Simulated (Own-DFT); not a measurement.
# How HSE06 shifts the pressure of monoclinic HfO2, 94 atoms (Hf32O62), with two O vacancies

Calculated, not measured. Each geometry was run twice at fixed positions with Own-DFT, a retired in-house plane-wave program that no person has reviewed: with PBE, and with HSE06 (exact exchange share 0.25 at short range, screening 0.11 per bohr, Gygi-Baldereschi treatment of its divergence). Both used PseudoDojo norm-conserving files made for PBE, a cutoff of 48 hartree, the Gamma point alone, fixed occupations, a neutral cell and no spin. With Gamma alone and a thickness of 10.1 Å, finite-size errors remain in every number. The hafnium file keeps the 4f electrons in the core, and its forces lie about 75 meV/Å off all-electron values. The oxygen file's force components were 24 meV/Å off all-electron values in a glass.

Unstrained cell vectors in Å: (10.234, 0.000, 0.000); (0.000, 10.350, 0.000); (-1.695, 0.000, 10.445), volume V0 = 1106.4 Å³, from measured lattice constants. Each geometry has its own random strain of a few per cent, its own defect sites and random moves of rms u per axis. HSE06 gave the energy alone. D is its energy less that of PBE, over the lowest D shown. The PBE stress wasn't checked against mesh or cutoff.

| run | V - V0 (Å³) | u (Å) | P with PBE (GPa) | D (eV) |
|---|---|---|---|---|
| 1 | 16.2 | 0.0533 | 1.60 | 1.761 |
| 2 | 9.3 | 0.0312 | 2.24 | 1.164 |
| 3 | -48.7 | 0.0502 | 18.25 | 0.000 |
| 4 | -16.7 | 0.0290 | 7.79 | 0.600 |
| 5 | -25.2 | 0.0486 | 11.20 | 0.564 |
| 6 | -5.8 | 0.0498 | 6.01 | 1.008 |
| 7 | 3.3 | 0.0306 | 3.69 | 1.032 |
| 8 | -4.6 | 0.0508 | 6.49 | 1.127 |
| 9 | 15.0 | 0.0320 | 0.04 | 1.387 |
| 10 | -30.4 | 0.0506 | 13.36 | 0.557 |
| 11 | 8.7 | 0.0504 | 2.72 | 1.404 |
| 12 | -26.2 | 0.0317 | 10.10 | 0.389 |
| 13 | 32.7 | 0.0501 | -1.43 | 1.988 |
| 14 | -6.4 | 0.0299 | 5.05 | ? |

## Working it out

D = 0.84 + 0.0242 (V - V0) + 153 u² eV, with an error of 0.0007 on the volume slope, 19 on the last term and a scatter of 0.05 eV. Pressure is -dE/dV, and 1 eV/Å³ is 160.2 GPa, so HSE06 changes the pressure by -3.9 ± 0.1 GPa. With the ions held to the strained lattice, the PBE pressure falls by 270 ± 9 GPa per unit of volume strain; the shape of the strain isn't fitted, so the true error is larger, and a relaxed crystal would be softer. On that slope HSE06's volume at a given pressure is about 1.4 % smaller, or 0.5 % in lengths. At u = 0 and V0 the PBE pressure is 3.1 GPa, which puts the zero-pressure volume, against the measured cell and with the defects in, at +1.2 % for PBE and -0.3 % for HSE06, each good to a few tenths of a per cent.

## Test on the hidden row

The question: what D should run 14 give?

Estimate: 0.82 eV, with rows scattering by 0.05. The calculation gave 0.881 eV.
